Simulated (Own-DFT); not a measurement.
# Response to strain: diamond-structure GeSn with randomly placed atoms, 64 atoms (Ge56Sn8)

Calculated results; nothing here was measured. The program, named Own-DFT, is a retired in-house plane-wave density functional code that no person has reviewed. Each row is one single-point run on a periodic cell that was not relaxed, without spin or spin-orbit coupling.

Settings of every run: PBE; PseudoDojo norm-conserving scalar-relativistic files; cutoff 49 hartree; 3 x 3 x 3 k mesh centred on Gamma; Fermi-Dirac smearing of 0.1 eV.

Known limits: forces on such cells moved up to 12 meV/angstrom on a denser k mesh; stress not checked against mesh or cutoff.

Unstrained cell vectors in Å: (11.524, 0.000, 0.000); (0.000, 11.524, 0.000); (0.000, 0.000, 11.524). The unstrained cell has measured lattice constants (interpolated for alloys), not those of this functional. That, the random moves and any unrelaxed bonds set the pressure at no strain. Each run strains this cell uniformly, with the atoms carried along. Every atom was also moved at random, by a Gaussian of width 0.05 Å on each axis. The random placing of the alloy's atoms differs from row to row. Strain is the symmetric tensor, in per cent. Stress is positive in tension, and the pressure is minus a third of its trace.

| run | e_xx (%) | e_yy (%) | e_zz (%) | s_xx (GPa) | s_yy (GPa) | s_zz (GPa) | P (GPa) | E (meV/atom) |
|---|---|---|---|---|---|---|---|---|
| 1 | -2.50 | -2.50 | 0.00 | -10.48 | -10.69 | -8.74 | 9.97 | 116.4 |
| 2 | 2.25 | 2.25 | 0.00 | -1.82 | -1.79 | -3.02 | 2.21 | 13.7 |
| 3 | 2.25 | 2.25 | 0.00 | -2.14 | -2.01 | -3.27 | 2.47 | 32.2 |
| 4 | 2.00 | 2.00 | 0.00 | -1.99 | -1.99 | -3.02 | 2.33 | 0.0 |
| 5 | -2.50 | -2.50 | 0.00 | -10.18 | -10.15 | -8.79 | 9.71 | 101.0 |
| 6 | -2.25 | -2.25 | 0.00 | -9.57 | -9.65 | -8.36 | 9.19 | 90.0 |
| 7 | 2.00 | 2.00 | 0.00 | -2.12 | -2.05 | -3.16 | 2.45 | 7.5 |
| 8 | -2.25 | -2.25 | 0.00 | -9.63 | -9.52 | -8.04 | 9.06 | 81.5 |
| 9 | 0.75 | 0.75 | 0.00 | -4.12 | -4.10 | -4.51 | 4.24 | 30.5 |
| 10 | -0.75 | -0.75 | 0.00 | ? | ? | ? | ? | ? |

E is the free energy for each atom above the lowest run shown.

## Worked fit

The change of volume is close to e_xx + e_yy + e_zz. A straight line through the runs shown gives P = 5.73 - 79 x (fractional change of volume) GPa, with an error of 2 on the slope and a scatter of 0.24 GPa. The strain isn't the same on all axes, but the crystal is cubic, so the slope still estimates the bulk modulus, averaged over pressures from 2.2 to 10.0 GPa.

## Withheld run

Question: what pressure should run 10 give? Its volume changes by -1.49 %.

The line gives 6.9 GPa. The calculation gave 6.56 GPa.
